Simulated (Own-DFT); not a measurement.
# Which defects push the lattice out? wurtzite GaN

Calculated, not measured: single-point runs of Own-DFT, a retired in-house plane-wave DFT program that no person has reviewed, on unrelaxed cells, without spin or spin-orbit coupling.

Common settings: PBE; PseudoDojo norm-conserving scalar-relativistic files; cutoff 42 hartree; 4 x 4 x 3 k mesh centred on Gamma; Fermi-Dirac smearing of 0.1 eV.

Limits (not all hold for every row): not probed for a lower state with spin; forces not confirmed at this smearing and k mesh; stress not checked against mesh or cutoff.

All runs share one cell, with vectors in Å (9.567, 0.000, 0.000); (-4.784, 8.285, 0.000); (0.000, 0.000, 10.370) and a volume of 822.0 Å³. u is the rms random offset of the atoms per axis. The defect's site can differ from row to row.

```
               cell  formula   u (Å)  P (GPa)
          no defect  Ga36N36  0.0197     5.85
          no defect  Ga36N36  0.0202     5.89
          no defect  Ga36N36  0.0467     7.35
one Ga on an N site  Ga37N35  0.0263    11.69
one Ga on an N site  Ga37N35  0.0288    12.09
one Ga on an N site  Ga37N35  0.0500    13.26
 one N on a Ga site  Ga35N37  0.0293     5.50
 one N on a Ga site  Ga35N37  0.0297        ?
 one N on a Ga site  Ga35N37  0.0466     6.62
 one N on a Ga site  Ga35N37  0.0497     6.62
```

## What the rows give

P = P0 + c u² + a shift for each defect gives P0 = 5.57 GPa, c = 795 ± 51 GPa/Å² and a scatter of 0.12 GPa. The shifts, and each times the cell's volume:

- one Ga on an N site: 5.70 ± 0.10 GPa, 29.3 eV
- one N on a Ga site: -0.79 ± 0.11 GPa, -4.0 eV

Against the defect-free cell, a freed cell would be larger where the shift is positive and smaller where it is negative (160.2 GPa Å³ is 1 eV). The atoms around the defects weren't relaxed, which would change these numbers.

## Withheld run

Asked: what pressure belongs in the blank (one N on a Ga site, u = 0.0297 Å)?

From the fit: 5.49 ± 0.15 GPa. The hidden result is 5.49 GPa.
